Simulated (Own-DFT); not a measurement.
# Strain and stress in wurtzite AlN, 72 atoms (Al36N36)

These are calculations, not measurements. The program, named Own-DFT, is a retired in-house plane-wave density functional code that no person has reviewed. Each row is one single-point run on a periodic cell that was not relaxed, without spin or spin-orbit coupling.

Settings of every run: PBE; PseudoDojo norm-conserving scalar-relativistic files; cutoff 42 hartree; 3 x 3 x 2 k mesh centred on Gamma; Fermi-Dirac smearing of 0.1 eV.

Known limits: forces on such cells moved up to 12 meV/angstrom on a denser k mesh; stress not checked against mesh or cutoff.

Unstrained cell vectors in Å: (9.336, 0.000, 0.000); (-4.668, 8.085, 0.000); (0.000, 0.000, 9.964). The unstrained cell has measured lattice constants (interpolated for alloys), not those of this functional. That, the random moves and any unrelaxed bonds set the pressure at no strain. Each run strains this cell uniformly, with the atoms carried along. Every atom was also moved at random, by a Gaussian of width 0.05 Å on each axis. Strain is the symmetric tensor, in per cent. Stress is positive in tension, and the pressure is minus a third of its trace.

| run | e_xx (%) | e_yy (%) | e_zz (%) | s_xx (GPa) | s_yy (GPa) | s_zz (GPa) | P (GPa) | E (meV/atom) |
|---|---|---|---|---|---|---|---|---|
| 1 | -3.00 | -3.00 | 0.00 | -26.72 | -24.40 | -11.88 | 21.00 | 71.0 |
| 2 | 0.75 | 0.75 | 0.00 | -2.19 | -2.41 | -2.91 | 2.50 | 8.0 |
| 3 | 3.00 | 3.00 | 0.00 | 11.18 | 9.61 | -4.09 | -5.57 | 18.5 |
| 4 | 1.50 | 1.50 | 0.00 | 2.68 | 3.01 | -3.62 | -0.69 | 0.0 |
| 5 | 2.25 | 2.25 | 0.00 | 7.28 | 5.32 | -3.84 | -2.92 | 8.9 |
| 6 | -2.50 | -2.50 | 0.00 | -25.14 | -22.60 | -6.12 | 17.95 | 44.9 |
| 7 | -1.75 | -1.75 | 0.00 | -16.41 | -18.40 | -7.91 | 14.24 | 44.1 |
| 8 | -1.00 | -1.00 | 0.00 | -10.19 | -9.28 | -10.72 | 10.06 | 15.7 |
| 9 | -0.25 | -0.25 | 0.00 | ? | ? | ? | ? | ? |

E is the free energy for each atom above the lowest run shown.

## Worked fit

The change of volume is close to e_xx + e_yy + e_zz. A straight line through the runs shown gives P = 6.76 - 221 x (fractional change of volume) GPa, with an error of 8 on the slope and a scatter of 0.96 GPa. The strain isn't the same on all axes and the cell isn't cubic, so the slope belongs to this path and is not the bulk modulus.

## Withheld run

Question: what pressure should run 9 give? Its volume changes by -0.50 %.

The line gives 7.9 GPa. The calculation gave 6.52 GPa.
